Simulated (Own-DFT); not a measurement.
# Strain and stress in wurtzite AlGaN with randomly placed atoms, 96 atoms (Al36Ga12N48)

Calculated results; nothing here was measured. They come from Own-DFT, an in-house plane-wave density functional program, since retired, whose code no person has reviewed. Each row is one single-point run on a periodic cell that was not relaxed, without spin or spin-orbit coupling.

Settings of every run: PBE; PseudoDojo norm-conserving scalar-relativistic files (stringent for Ga); cutoff 96 hartree; 3 x 4 x 3 k mesh centred on Gamma; Gaussian smearing of 0.01 eV.

Known limits: k mesh not checked against a denser one; stress not checked against mesh or cutoff.

Unstrained cell vectors in Å: (12.525, 0.000, 0.000); (-4.697, 8.135, 0.000); (0.000, 0.000, 10.066). The unstrained cell has measured lattice constants (interpolated for alloys), not those of this functional. That, the random moves and any unrelaxed bonds set the pressure at no strain. Each run strains this cell uniformly, with the atoms carried along. Every atom was also moved at random, by a Gaussian of width 0.05 Å on each axis. The random placing of the alloy's atoms differs from row to row. Strain is the symmetric tensor, in per cent. Stress is positive in tension, and the pressure is minus a third of its trace.

| run | e_xx (%) | e_yy (%) | e_zz (%) | s_xx (GPa) | s_yy (GPa) | s_zz (GPa) | P (GPa) | E (meV/atom) |
|---|---|---|---|---|---|---|---|---|
| 1 | -3.00 | -3.00 | 0.00 | -26.00 | -24.82 | -13.83 | 21.55 | 75.0 |
| 2 | -1.75 | -1.75 | 0.00 | -19.79 | -16.03 | -8.41 | 14.75 | 43.7 |
| 3 | -1.50 | -1.50 | 0.00 | -17.39 | -15.78 | -9.02 | 14.06 | 54.5 |
| 4 | 2.75 | 2.75 | 0.00 | 8.15 | 6.99 | -2.58 | -4.19 | 9.0 |
| 5 | -0.50 | -0.50 | 0.00 | -9.07 | -10.87 | -7.15 | 9.03 | 28.1 |
| 6 | -1.25 | -1.25 | 0.00 | -11.41 | -15.24 | -9.27 | 11.97 | 22.1 |
| 7 | -2.75 | -2.75 | 0.00 | -23.52 | -25.71 | -10.93 | 20.05 | 65.1 |
| 8 | 1.50 | 1.50 | 0.00 | 2.37 | 1.86 | -5.20 | 0.32 | 0.0 |
| 9 | 0.50 | 0.50 | 0.00 | ? | ? | ? | ? | ? |

E is the free energy for each atom above the lowest run shown.

## Worked fit

The change of volume is close to e_xx + e_yy + e_zz. A straight line through the runs shown gives P = 7.41 - 224 x (fractional change of volume) GPa, with an error of 7 on the slope and a scatter of 0.77 GPa. The strain isn't the same on all axes and the cell isn't cubic, so the slope belongs to this path and is not the bulk modulus.

## Withheld run

Question: what pressure should run 9 give? Its volume changes by 1.00 %.

The line gives 5.2 GPa. The calculation gave 4.35 GPa.
